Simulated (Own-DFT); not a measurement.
# Computed records: HfO$_{2}$ (monoclinic hafnia, atoms displaced)

A calculation, not a measurement: plane-wave PBE density functional theory by an unreviewed code, no spin, of a simulated periodic cell, stress positive in tension, free energy of the whole cell less one offset for each atom, hafnium file: forces about 75 meV/angstrom off all-electron values; oxygen file: force components 24 meV/angstrom off all-electron in one glass; forces on such cells passed a denser k mesh, this cell's mesh not checked; offsets are fitted by least squares, one for each functional and potential file, so energies compare only between cells with the same atoms and settings and are not formation energies; the far tail of each file's local potential was reset to the Coulomb form; each entry is a single point on an unrelaxed cell, so the pressure reflects the starting lattice, mostly measured values, from which strain is counted, and rises with the displacements; printed positions are rounded, which can move forces by about a meV/angstrom; the program is a retired in-house code; no spin-orbit coupling; before rounding, a Quantum ESPRESSO 7.3.1 run of the same cell and cutoff gave forces within 1 meV/angstrom rms on each cell, which checks the program and not the settings. Program: Own-DFT development build.

### HfO$_{2}$ (monoclinic hafnia, atoms displaced)

```xyz
96
Lattice="10.2340 0.0000 0.0000 0.0000 10.3500 0.0000 -1.6955 0.0000 10.4453" Properties=species:S:1:pos:R:3 HfO2
Hf     1.1742     0.2874     1.3109
Hf     3.5095     2.6783     1.6749
Hf     3.0038     4.8406     4.0709
Hf     0.8489     2.3438     3.6562
O      0.1350     1.6317     1.6846
O      4.7028     4.2460     0.8141
O      4.0587     3.2868     3.5484
O     -0.2811     0.8614     4.3645
O      1.7104     4.0894     2.5348
O      1.0993     1.1827    10.4328
O      2.3708     1.1858     2.8331
O      1.5555     3.7209     4.9089
Hf     0.5696     0.3985     6.2798
Hf     2.4871     2.7497     6.5880
Hf     2.2163     4.8206     9.5323
Hf    -0.0047     2.7233     8.8670
O     -0.8394     1.8022     7.1267
O      3.7321     4.3593     6.0175
O      3.4483     3.4344     8.7195
O     -1.1563     0.7511     9.3838
O      1.0507     3.8917     8.0118
O      2.1382     1.3686     5.1695
O      1.2554     1.0692     7.8146
O      2.2752     3.8165     0.0730
Hf     1.1761     5.3825     1.2678
Hf     3.3193     7.9723     1.5968
Hf     2.8737     9.9660     4.0385
Hf     0.8324     7.3366     3.7454
O      0.1843     6.6704     1.6917
O      4.7366     9.4186     0.7876
O      4.1800     8.8205     3.5500
O     -0.5096     6.0764     4.3904
O      1.9654     9.0747     2.5776
O      2.6016     6.6522     0.0711
O      2.3795     6.5169     2.8380
O      1.3295     9.1954     5.1731
Hf     0.3653     5.4140     6.1151
Hf     2.4713     8.0306     6.8145
Hf     2.2434    10.3250     9.3093
Hf    -0.0229     7.5195     8.6799
O     -0.7982     7.0178     7.1736
O      3.8238     9.6864     6.0970
O      3.4057     8.5267     8.5578
O     -1.2924     6.1172     9.6587
O      0.9068     8.9728     7.6389
O      1.7943     6.5170     5.3420
O      1.5511     6.7443     7.9428
O      2.5544     9.0368     0.0143
Hf     6.3399    10.2758     1.1637
Hf     8.4631     2.7724     1.7161
Hf     8.3378     4.9346     4.1143
Hf     5.6911     2.3351     3.7467
O      5.2241     1.6908     1.6443
O      9.9474     4.3381     0.7161
O      9.3348     3.7506     3.3205
O      4.8609     0.8559     4.4735
O      6.9299     3.9841     2.6113
O      7.6301     1.1863     0.0589
O      7.5402     1.3200     2.6134
O      6.6823     3.8330     5.2484
Hf     5.4440     0.0135     6.3464
Hf     7.6024     2.7697     6.7595
Hf     7.3644     5.0679     9.3281
Hf     4.9868     2.4842     9.0086
O      4.4751     1.7577     7.2839
O      8.8763     4.3751     6.1305
O      8.4297     3.7094     8.7163
O      3.8116     0.9625     9.7491
O      6.1796     3.8800     7.7981
O      6.8831     1.3925     5.3873
O      6.5946     1.4256     7.9903
O      7.5274     3.8658     0.0553
Hf     6.5008     5.2889     1.0582
Hf     8.5464     8.0771     1.6026
Hf     8.2560    10.0773     4.3369
Hf     5.9563     7.4573     3.6294
O      5.4136     7.0344     1.9790
O      9.6690     9.1997     0.6761
O      9.1665     8.6078     3.3773
O      4.9245     6.2040     4.4114
O      7.1129     9.2127     2.5911
O      7.9309     6.6841     0.1587
O      7.5141     6.5508     2.6864
O      6.4237     9.0198     5.0350
Hf     5.4355     5.2218     6.4291
Hf     7.8914     7.8328     6.6386
Hf     7.4219    10.0815     9.5165
Hf     4.9915     7.5580     8.9708
O      4.1963     6.7223     7.0704
O      8.6409     9.6382     6.2249
O      8.3580     8.5333     8.5239
O      3.7659     6.1136     9.7106
O      6.1434     9.1038     7.5980
O      7.2150     6.4106     5.1595
O      6.6415     6.3181     8.0193
O      5.6629     8.8873    10.1651
```

Settings of this run: functional PBE, potential files PseudoDojo norm-conserving, scalar-relativistic, standard set, wave cutoff 72 hartree, occupations Fermi-Dirac, smearing width 0.1 eV and k mesh 2 x 2 x 2 centred on Gamma.

It finds free energy of cell above offsets -60.611 eV; pressure 18.29 GPa; stress xx -19.84 GPa; stress yy -18.38 GPa; stress zz -16.65 GPa; stress yz -0.72 GPa; stress xz -2.24 GPa; stress xy 1.01 GPa.

Force:
```tsv
element	x (eV/Å)	y (eV/Å)	z (eV/Å)
Hf	4.741	-7.011	-7.507
Hf	0.433	-0.291	-4.912
Hf	2.588	4.076	0.574
Hf	-1.302	-0.145	-1.038
O	-4.44	5.587	2.692
O	-0.789	-0.835	1.806
O	-2.082	1.456	-0.743
O	0.381	1.377	-0.327
O	2.677	-4.335	3.911
O	-0.716	2.842	2.866
O	-0.252	1.77	-2.265
O	-1.656	1.708	3.264
Hf	-6.008	-4.007	-1.07
Hf	5.016	0.127	3.776
Hf	0.574	3.371	0.429
Hf	-7.167	-7.07	3.983
O	0.865	0.613	-2.244
O	-2.865	-2.206	-0.732
O	-5.329	3.157	-1.358
O	0.2	0.63	2.575
O	3.671	4.075	-6.129
O	-1.21	0.847	1.72
O	4.734	4.098	3.228
O	1.713	-0.785	-0.185
Hf	5.528	-3.753	-9.429
Hf	3.709	0.096	-4.053
Hf	3.189	3.156	4.991
Hf	-1.382	4.62	-2.119
O	-7.412	10.24	5.999
O	-2.136	-1.553	0.273
O	1.958	-3.072	-1.807
O	5.117	3.009	1.489
O	-4.117	-0.673	-1.099
O	1.837	-2.045	1.636
O	1.348	-1.335	0.813
O	0.453	-2.812	-1.26
Hf	-2.337	-0.921	4.686
Hf	4.241	0.503	-0.256
Hf	-0.041	-3.548	1.901
Hf	-0.753	3.434	12.44
O	1.768	-6.862	-8.264
O	-7.718	-3.651	-0.794
O	-2.883	3.186	0.084
O	1.53	0.929	-0.986
O	0.491	3.59	-0.83
O	1.3	0.031	-1.066
O	1.4	-5.923	-0.942
O	-1.539	0.581	-0.354
Hf	1.187	3.715	-2.386
Hf	-0.86	0.626	-3.985
Hf	-13.39	2.597	2.698
Hf	7.101	-1.46	1.114
O	-1.838	1.202	2.367
O	-3.231	-2.917	1.476
O	6.552	-7.698	-2.864
O	-3.353	-0.83	-1.794
O	0.416	-0.457	-0.258
O	3.007	0.676	1.378
O	-0.003	-0.293	2.409
O	-1.619	0.309	-1.609
Hf	5.636	4.293	0.917
Hf	-0.726	-2.03	1.625
Hf	-1.465	1.301	3.506
Hf	5.762	-4.147	1.584
O	-4.45	0.02	-4.353
O	2.738	0.741	-0.944
O	4.01	-4.348	-2.3
O	-1.325	-0.376	-1.108
O	-1.467	0.993	-0.203
O	2.301	-0.251	-0.985
O	1.56	-1.093	0.625
O	-0.064	-0.216	-0.035
Hf	-0.206	3.701	0.699
Hf	-3.29	-4.882	-1.186
Hf	-4.554	1.137	-0.606
Hf	3.68	4.844	4.786
O	-4.624	-1.67	-6.896
O	4.946	3.287	1.546
O	4.457	-0.884	2.631
O	-5.651	-5.876	2.282
O	-0.165	-0.626	0.017
O	-0.635	-2.72	0.123
O	2.458	-2.768	-0.093
O	1.955	-0.081	-0.112
Hf	2.642	3.469	-0.363
Hf	-8.006	2.993	0.522
Hf	-1.848	1.708	-5.997
Hf	2.082	-2.36	-2.503
O	0.123	0.06	-0.692
O	2.581	0.44	-1.574
O	0.337	0.501	1.024
O	0.217	-1.228	0.901
O	0.561	-2.342	2.008
O	0.131	1.147	2.519
O	-1.151	2.032	-2.811
O	0.152	3.477	3.525
```
